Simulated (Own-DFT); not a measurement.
# What a defect does to the pressure of its cell: C40 NbSi2

Source: density functional calculations with Own-DFT, an unreviewed in-house program that is no longer used. Nothing was measured or relaxed, and spin and spin-orbit coupling are left out.

Method: PBE; PseudoDojo norm-conserving scalar-relativistic files; cutoff 42 hartree; 4 x 4 x 5 k mesh centred on Gamma; cold (Marzari-Vanderbilt) smearing of 0.2 eV.

Known weak points: forces on such cells failed a check on a denser k mesh; stress not checked against mesh or cutoff.

All runs share one cell, with vectors in Å (0.000, 8.324, 0.000); (-9.613, 0.000, 0.000); (0.000, 0.000, 6.586) and a volume of 527.0 Å³. Atoms were moved at random from their sites; u is the rms move along one axis. The defect's site can differ from row to row.

| cell | formula | u (Å) | P (GPa) |
|---|---|---|---|
| no defect | Nb12Si24 | 0.0205 | 1.52 |
| no defect | Nb12Si24 | 0.0211 | 1.51 |
| no defect | Nb12Si24 | 0.0467 | 2.32 |
| two Nb vacancies | Nb10Si24 | 0.0321 | ? |
| two Nb vacancies | Nb10Si24 | 0.0329 | 0.32 |
| two Nb vacancies | Nb10Si24 | 0.0488 | 0.71 |
| two Nb vacancies | Nb10Si24 | 0.0500 | 1.01 |
| one Si vacancy | Nb12Si23 | 0.0281 | 0.92 |
| one Si vacancy | Nb12Si23 | 0.0313 | 1.23 |
| one Si vacancy | Nb12Si23 | 0.0443 | 1.44 |
| two Si on a Nb site each | Nb10Si26 | 0.0283 | 1.76 |
| two Si on a Nb site each | Nb10Si26 | 0.0300 | 1.66 |
| two Si on a Nb site each | Nb10Si26 | 0.0543 | 2.52 |
| two Nb on a Si site each | Nb14Si22 | 0.0322 | 7.58 |
| two Nb on a Si site each | Nb14Si22 | 0.0334 | 7.62 |
| two Nb on a Si site each | Nb14Si22 | 0.0502 | 8.33 |

## Working it out

P = P0 + c u² + a shift for each defect gives P0 = 1.35 GPa, c = 423 ± 34 GPa/Å² and a scatter of 0.10 GPa. The shifts, and each times the cell's volume:

- two Nb on a Si site each: 5.83 ± 0.08 GPa, 19.2 eV (9.6 eV for each of its 2 sites)
- two Si on a Nb site each: -0.03 ± 0.08 GPa, -0.1 eV (0.0 eV for each of its 2 sites) (not resolved)
- one Si vacancy: -0.68 ± 0.08 GPa, -2.2 eV
- two Nb vacancies: -1.51 ± 0.09 GPa, -5.0 eV (-2.5 eV for each of its 2 sites)

A positive shift means that the defect pushes the cell outwards. Shift times volume (160.2 GPa Å³ is 1 eV) depends little on the cell's size, so, taken for each site, it can be compared between cells at like pressure. The atoms around the defects weren't relaxed, which would change these numbers.

## Test on the hidden row

Question: what pressure belongs in the blank (two Nb vacancies, u = 0.0321 Å)?

From the fit: 0.27 ± 0.12 GPa. The hidden result is -0.03 GPa.
